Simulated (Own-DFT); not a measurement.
# Computed records: Ti$_{20}$Si$_{39}$ (C49 TiSi2 crystal with one vacancy, atoms displaced)

A calculation, not a measurement: plane-wave density functional theory by an unreviewed code, no spin, of a simulated periodic cell, stress positive in tension, run twice, with PBE and with PBEsol, both on files made for PBE, so the change isn't that of files made for PBEsol, forces on such cells moved up to 12 meV/angstrom on a denser k mesh; the far tail of each file's local potential was reset to the Coulomb form; each entry is a single point on an unrelaxed cell, so the pressure reflects the starting lattice, taken from the Materials Project, from which strain is counted, and rises with the displacements; printed positions are rounded, which can move forces by about a meV/angstrom; the program, named Own-DFT, is a retired in-house code; no spin-orbit coupling; stress was not checked against mesh or cutoff. Program: Own-DFT development build.

```xyz
59
Lattice="5.2953 -6.7593 3.5652 7.0604 0.0000 -7.1303 5.2953 6.7593 3.5652" Properties=species:S:1:pos:R:3:PBE_force_x:R:1:PBE_force_y:R:1:PBE_force_z:R:1:PBEsol_force_x:R:1:PBEsol_force_y:R:1:PBEsol_force_z:R:1 formula=Ti20Si39 functional=PBE,then_PBEsol potential_files=PseudoDojo_norm-conserving,scalar-relativistic,standard_set wave_cutoff=42 occupations=cold_(Marzari-Vanderbilt) smearing_width=0.2 k_mesh=4_x_4_x_4_centred_on_Gamma PBE_pressure=1.64 PBE_stress_xx=-2.03 PBE_stress_yy=-1.25 PBE_stress_zz=-1.63 PBE_stress_yz=0.28 PBE_stress_xz=-0.11 PBE_stress_xy=0.09 PBEsol_pressure=-1.65 PBEsol_stress_xx=1.36 PBEsol_stress_yy=2.22 PBEsol_stress_zz=1.36 PBEsol_stress_yz=0.28 PBEsol_stress_xz=-0.11 PBEsol_stress_xy=0.1 rms_change_of_force_components_from_PBE_to_PBEsol=0.021
Ti    12.3757    -5.4025    -2.6778     -0.212      0.512      0.105     -0.214      0.486      0.099
Ti    14.1446    -1.4017    -0.8983     -0.172      0.115       0.24     -0.173      0.127       0.23
Si    12.3800    -0.7347    -2.7312      0.041     -0.484      1.159       0.04     -0.533      1.155
Si     8.8194     0.8367    -4.4585       0.19     -0.379       0.44      0.189     -0.338      0.443
Si     7.0603    -3.3213     4.3922      0.095     -0.654      0.502      0.101     -0.639        0.5
Si    12.4007    -3.3781    -0.9011     -0.327     -0.137      0.017     -0.331     -0.132      0.017
Ti     8.7782    -5.3303     0.8466      0.826     -0.559      0.863      0.817     -0.557      0.855
Ti    10.5835    -1.3833     2.6682      0.088      0.041      0.137      0.088      0.054      0.132
Si     8.8599    -0.7628     0.9143     -0.406     -0.089     -0.224     -0.397      -0.14     -0.225
Si     5.3024     0.7862    -0.8717     -0.289     -0.127     -0.437     -0.284     -0.082     -0.434
Si    10.5753    -3.4323     0.9379      0.682      0.458     -0.325      0.691      0.449     -0.333
Si     8.8453    -3.3972     2.6188     -0.313       0.06      0.602     -0.318      0.058      0.605
Ti    14.1652     1.4055     0.9190     -0.628     -0.156     -0.532      -0.62     -0.166     -0.524
Ti    10.6145    -1.3579    -0.8662     -0.079     -0.433     -0.313     -0.083     -0.413     -0.318
Si     8.7850    -0.8575    -2.6353      0.459      0.335     -0.316      0.454      0.288     -0.322
Si    10.5539    -5.9487    -0.9068      0.623      0.079      0.672      0.606      0.134      0.666
Si    10.5115    -3.3834    -2.6148      1.026      0.198     -0.284      1.034      0.198     -0.293
Si     8.8671    -3.3878    -0.8463      -0.56      0.279     -0.143     -0.578      0.269     -0.138
Ti     7.0537     1.3594     4.4639      0.257      0.435     -0.035       0.25      0.407     -0.028
Ti    10.6181    -1.3644    -4.3666     -0.442     -0.485     -0.895     -0.438     -0.466     -0.889
Si     1.8038    -0.8175     0.9103       0.11      0.076     -0.118      0.108      0.034     -0.118
Si    15.9071     0.8343    -0.9145     -0.109     -0.381      0.319     -0.107     -0.335      0.318
Si     3.5072    -3.3489     0.9360      0.101     -0.098     -0.689      0.108     -0.095     -0.703
Si    14.1260     3.3529    -0.8712      0.031      0.096     -0.129      0.027      0.093     -0.126
Ti    10.5954     1.4132     4.4781     -0.013     -0.659     -0.046     -0.008     -0.659     -0.042
Ti     7.0561    -1.4075     2.7066      0.206      0.324     -0.745      0.204      0.334      -0.73
Si     5.3126    -0.8147     0.8910      -0.21      0.054      0.266     -0.207      0.009      0.264
Si     7.0507    -5.9428     2.6717      0.296     -0.314      0.145      0.292     -0.262      0.149
Si     7.0253    -3.4122     0.8864      0.158      0.446     -0.059       0.17      0.438     -0.056
Si     5.2901    -3.4273     2.6546     -0.165      0.371      0.498     -0.171      0.365      0.504
Ti    10.6333     1.3872     0.9099      0.193     -0.342      -0.28      0.228     -0.399     -0.278
Ti     7.0570    -1.3951    -0.8567      0.231     -0.076     -0.183      0.226     -0.053     -0.185
Si     5.3401    -0.8020    -2.7193     -0.808      -0.33      0.466     -0.795     -0.377       0.47
Si    12.4024     0.7936     2.6901     -0.632      0.014     -0.496     -0.618       0.06       -0.5
Si    12.3381     3.3705     0.8356      0.043      0.036      0.801      0.052      0.034      0.809
Si    10.6393     3.2889     2.6911      -0.72      0.646     -0.475      -0.74      0.636     -0.491
Ti    10.6419     1.3519    -2.6364     -0.597      0.262     -0.411     -0.587       0.24     -0.411
Ti     7.0744    -1.4071    -4.4262        0.3      0.315     -0.441      0.296      0.321      -0.44
Si    10.6480     6.0019    -2.6447     -0.546      -0.35     -0.451     -0.536     -0.398     -0.455
Si    12.4144     0.7865    -0.8921     -0.267      0.018      0.444     -0.265      0.064      0.442
Si    12.3244     3.3876    -2.6383      0.287     -0.173     -0.186      0.292     -0.168      -0.19
Si    10.5887     3.3965    -0.8429     -0.731     -0.121      0.057      -0.75     -0.121      0.071
Ti     7.0328     1.4337     0.8708      0.055     -0.738      0.462      0.013     -0.789      0.452
Ti     3.5900    -1.4175    -0.9238     -0.412      0.267      0.471     -0.411      0.329      0.505
Si     7.0691     5.9855     0.8996      0.223      -0.68      0.155      0.222     -0.726       0.15
Si     8.8402     0.7928     2.6999     -0.161      0.607     -0.384     -0.157      0.654     -0.372
Si     7.0576     3.3992     2.6408      0.525     -0.255      0.074      0.537     -0.251      0.061
Ti     7.0900     1.3987    -2.5986     -0.621     -0.348     -1.244     -0.611     -0.358     -1.233
Ti     8.7639     5.4099    -0.9324      0.932     -0.413      0.093      0.925     -0.339      0.067
Si    12.3496    -0.8147     0.8949      0.172      0.144     -0.125      0.165        0.1     -0.117
Si     8.8231     0.7842    -0.9181      0.348      0.418      0.883      0.342      0.464      0.872
Si     8.8155     3.2884    -2.6620      0.176      0.772      0.436       0.17      0.762      0.447
Si     7.0344     3.3614    -0.8488      0.719      0.354      -0.04       0.74      0.347     -0.028
Ti     3.5361     1.3660     0.8789     -0.037      0.484      0.141     -0.036      0.458      0.141
Ti     5.3031     5.3174     2.7190      -0.16      0.776     -0.422     -0.161      0.785     -0.418
Si     8.8376    -0.8265     4.4435      0.099       0.09      0.495      0.094      0.038      0.495
Si     5.2782     0.8196     2.6691       0.29        0.3     -0.446      0.284       0.35     -0.449
Si     5.3273     3.4189     0.8824     -0.411     -0.239      0.232     -0.419     -0.236      0.236
Si    10.5620     3.3895    -4.4260      0.248     -0.363     -0.303      0.251     -0.353      -0.31
```

Units: wave_cutoff in hartree; smearing_width in eV; PBE_pressure, PBE_stress_xx, PBE_stress_yy, PBE_stress_zz, PBE_stress_yz, PBE_stress_xz, PBE_stress_xy, PBEsol_pressure, PBEsol_stress_xx, PBEsol_stress_yy, PBEsol_stress_zz, PBEsol_stress_yz, PBEsol_stress_xz, PBEsol_stress_xy in GPa; rms_change_of_force_components_from_PBE_to_PBEsol, PBE_force_x, PBE_force_y, PBE_force_z, PBEsol_force_x, PBEsol_force_y, PBEsol_force_z in eV/Å.
